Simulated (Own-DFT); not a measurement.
# A layer strained by its substrate: wurtzite AlGaN with randomly placed atoms, 96 atoms (Al12Ga36N48)

Calculated, not measured: single-point runs of Own-DFT, a retired in-house plane-wave DFT program that no person has reviewed, on unrelaxed cells, without spin or spin-orbit coupling.

Settings: PBE; PseudoDojo norm-conserving scalar-relativistic files (stringent for Ga); cutoff 96 hartree; 3 x 4 x 3 k mesh centred on Gamma; Gaussian smearing of 0.01 eV.

Limits: k mesh not checked against a denser one; stress not checked against mesh or cutoff.

Unstrained cell vectors in Å: (12.679, 0.000, 0.000); (-4.755, 8.235, 0.000); (0.000, 0.000, 10.268). The unstrained cell has measured lattice constants (interpolated for alloys), not those of this functional. That, the random moves and any unrelaxed bonds set the pressure at no strain. Each run strains x and y alike by e, as a substrate would, and holds the height along z. All atoms carry random offsets, Gaussian with a width of 0.05 Å per axis. The random placing of the alloy's atoms differs from row to row. Stress is positive in tension.

```
e (%)  u (Å)  (s_xx + s_yy)/2 (GPa)  s_zz (GPa)
-2.75  0.049                 -24.13      -12.13
-2.25  0.052                 -21.15      -10.64
-1.75  0.049                 -17.34      -10.10
-1.50  0.051                 -16.94       -8.17
-0.75  0.053                 -11.77       -7.91
-0.25  0.055                  -8.28       -8.82
 0.50  0.047                      ?           ?
 1.25  0.050                  -0.51       -5.93
 2.75  0.052                   5.41       -2.57
 3.00  0.050                   6.85       -3.23
```

## Worked fit

With e as a fraction, the in-plane stress is -7.3 + 549 e - 2747 e² GPa (errors 8 and 531, scatter 0.47), and s_zz is -7.4 + 149 e GPa (slope ± 14, scatter 0.83). At e = 0 the first slope is C11 + C12 and the second 2 C13, both with the ions held to the strained lattice and at the cell's own pressure. The term in e² is negative: the layer stiffens under compression and softens under tension. A free layer would change its height as e changes, and the in-plane slope would drop by 2 C13²/C33 to the biaxial modulus. At fixed height, a misfit of 1 % moves the in-plane stress by about 5.5 GPa and s_zz by 1.5 GPa.

## The run left out

The question: what are the two stresses at e = 0.50 %?

From the fit: -4.6 and -6.6 GPa. DFT gave -3.88 and -6.41 GPa.
